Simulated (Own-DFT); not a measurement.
# Stretching a layer in its plane: wurtzite AlGaN with randomly placed atoms, 128 atoms (Al48Ga16N64)

Source: density functional calculations with Own-DFT, an unreviewed in-house program that is no longer used. Nothing was measured or relaxed, and spin and spin-orbit coupling are left out.

Common settings: PBE; PseudoDojo norm-conserving scalar-relativistic files (stringent for Ga); cutoff 96 hartree; 3 x 3 x 3 k mesh centred on Gamma; Gaussian smearing of 0.01 eV.

Keep in mind: k mesh not checked against a denser one; stress not checked against mesh or cutoff.

Unstrained cell vectors in Å: (12.525, 0.000, 0.000); (-6.262, 10.847, 0.000); (0.000, 0.000, 10.066). The unstrained cell has measured lattice constants (interpolated for alloys), not those of this functional. That, the random moves and any unrelaxed bonds set the pressure at no strain. Each run strains x and y alike by e, as a substrate would, and holds the height along z. All atoms carry random offsets, Gaussian with a width of 0.05 Å per axis. The random placing of the alloy's atoms differs from row to row. Stress is positive in tension.

```
e (%)  u (Å)  (s_xx + s_yy)/2 (GPa)  s_zz (GPa)
-2.50  0.051                 -23.27       -9.74
-2.00  0.051                 -18.73      -10.54
-1.00  0.048                 -11.89       -8.33
-0.50  0.049                  -8.99       -7.42
-0.25  0.049                  -7.79       -6.96
 1.25  0.049                      ?           ?
 1.50  0.051                   1.59       -4.77
 1.75  0.048                   3.33       -4.15
 2.50  0.053                   5.86       -2.59
 3.00  0.049                   8.78       -4.71
```

## Analysis

With e as a fraction, the in-plane stress is -6.1 + 584 e - 3453 e² GPa (errors 8 and 543, scatter 0.44), and s_zz is -6.9 + 129 e GPa (slope ± 16, scatter 0.90). At e = 0 the first slope is C11 + C12 and the second 2 C13, both with the ions held to the strained lattice and at the cell's own pressure. The term in e² is negative: the layer stiffens under compression and softens under tension. A free layer would change its height as e changes, and the in-plane slope would drop by 2 C13²/C33 to the biaxial modulus. At fixed height, a misfit of 1 % moves the in-plane stress by about 5.8 GPa and s_zz by 1.3 GPa.

## Withheld run

Q: what are the two stresses at e = 1.25 %?

The fit gives 0.7 and -5.3 GPa. Computed: 0.76 and -4.85 GPa.
